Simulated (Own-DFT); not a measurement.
# Stretching a layer in its plane: wurtzite AlGaN with randomly placed atoms, 72 atoms (Al27Ga9N36)

No measurement is shown. These are fixed-geometry runs of a retired plane-wave code named Own-DFT, which no person has reviewed; spin and spin-orbit coupling are neglected.

Common settings: PBE; PseudoDojo norm-conserving scalar-relativistic files; cutoff 42 hartree; 4 x 4 x 3 k mesh centred on Gamma; Fermi-Dirac smearing of 0.1 eV.

Keep in mind: forces on such cells passed a denser k mesh, each cell not checked; stress not checked against mesh or cutoff.

Unstrained cell vectors in Å: (9.394, 0.000, 0.000); (-4.697, 8.135, 0.000); (0.000, 0.000, 10.066). The unstrained cell has measured lattice constants (interpolated for alloys), not those of this functional. That, the random moves and any unrelaxed bonds set the pressure at no strain. Each run strains x and y alike by e, as a substrate would, and holds the height along z. Random moves of width 0.05 Å per axis were added to every atom. The random placing of the alloy's atoms differs from row to row. Stress is positive in tension.

| e (%) | u (Å) | (s_xx + s_yy)/2 (GPa) | s_zz (GPa) |
|---|---|---|---|
| -3.00 | 0.048 | -27.23 | -10.32 |
| -2.50 | 0.048 | -22.29 | -10.99 |
| -1.50 | 0.048 | -15.63 | -8.48 |
| -0.50 | 0.052 | -9.53 | -8.75 |
| -0.25 | 0.050 | -6.71 | -9.27 |
| 1.25 | 0.056 | -0.67 | -5.05 |
| 1.75 | 0.050 | 2.50 | -4.73 |
| 2.50 | 0.051 | ? | ? |
| 2.75 | 0.051 | 7.25 | -3.22 |
| 3.00 | 0.048 | 7.23 | 0.29 |

## Worked fit

With e as a fraction, the in-plane stress is -6.2 + 569 e - 3789 e² GPa (errors 11 and 696, scatter 0.72), and s_zz is -6.9 + 159 e GPa (slope ± 23, scatter 1.43). At e = 0 the first slope is C11 + C12 and the second 2 C13, both with the ions held to the strained lattice and at the cell's own pressure. The term in e² is negative: the layer stiffens under compression and softens under tension. A free layer would change its height as e changes, and the in-plane slope would drop by 2 C13²/C33 to the biaxial modulus. At fixed height, a misfit of 1 % moves the in-plane stress by about 5.7 GPa and s_zz by 1.6 GPa.

## Withheld run

Question: what are the two stresses at e = 2.50 %?

From the fit: 5.6 and -2.9 GPa. The hidden result is 6.69 and -4.04 GPa.
